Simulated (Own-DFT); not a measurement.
# One host, several defects: D0_22 TiAl3

No measurement is shown. These are fixed-geometry runs of a retired plane-wave code named Own-DFT, which no person has reviewed; spin and spin-orbit coupling are neglected.

Method: PBE; PseudoDojo norm-conserving scalar-relativistic files; cutoff 42 hartree; 4 x 4 x 4 k mesh centred on Gamma; cold (Marzari-Vanderbilt) smearing of 0.2 eV.

Keep in mind: forces on such cells failed a check on a denser k mesh; stress not checked against mesh or cutoff.

All runs share one cell, with vectors in Å (-2.365, -6.981, 4.326); (-7.667, 3.491, 1.442); (-2.950, -3.488, -7.241) and a volume of 625.4 Å³. Atoms were moved at random from their sites; u is the rms move along one axis. The defect's site can differ from row to row.

| cell | formula | u (Å) | P (GPa) |
|---|---|---|---|
| no defect | Al30Ti10 | 0.0185 | 1.96 |
| no defect | Al30Ti10 | 0.0200 | 1.98 |
| no defect | Al30Ti10 | 0.0500 | 2.58 |
| two Al vacancies | Al28Ti10 | 0.0335 | 1.33 |
| two Al vacancies | Al28Ti10 | 0.0463 | 1.58 |
| two Al vacancies | Al28Ti10 | 0.0470 | 1.60 |
| two Al on a Ti site each | Al32Ti8 | 0.0302 | ? |
| two Al on a Ti site each | Al32Ti8 | 0.0326 | 2.93 |
| two Al on a Ti site each | Al32Ti8 | 0.0472 | 3.27 |
| two Al on a Ti site each | Al32Ti8 | 0.0518 | 3.42 |
| two Ti on an Al site each | Al28Ti12 | 0.0281 | 3.28 |
| two Ti on an Al site each | Al28Ti12 | 0.0434 | 3.40 |
| two Ti on an Al site each | Al28Ti12 | 0.0570 | 3.85 |

## Worked fit

P = P0 + c u² + a shift for each defect gives P0 = 1.88 GPa, c = 266 ± 18 GPa/Å² and a scatter of 0.05 GPa. The shifts, and each times the cell's volume:

- two Ti on an Al site each: 1.10 ± 0.04 GPa, 4.3 eV (2.2 eV for each of its 2 sites)
- two Al on a Ti site each: 0.79 ± 0.05 GPa, 3.1 eV (1.6 eV for each of its 2 sites)
- two Al vacancies: -0.87 ± 0.04 GPa, -3.4 eV (-1.7 eV for each of its 2 sites)

Positive is outwards. The product with the volume (160.2 GPa Å³ to the eV) is nearly free of the cell's size; divided by the bulk modulus at the cell's pressure it gives the volume that the defect adds. The atoms around the defects weren't relaxed, which would change these numbers.

## The run left out

Asked: what pressure belongs in the blank (two Al on a Ti site each, u = 0.0302 Å)?

Estimate: 2.92 ± 0.06 GPa. The run itself gave 2.91 GPa.
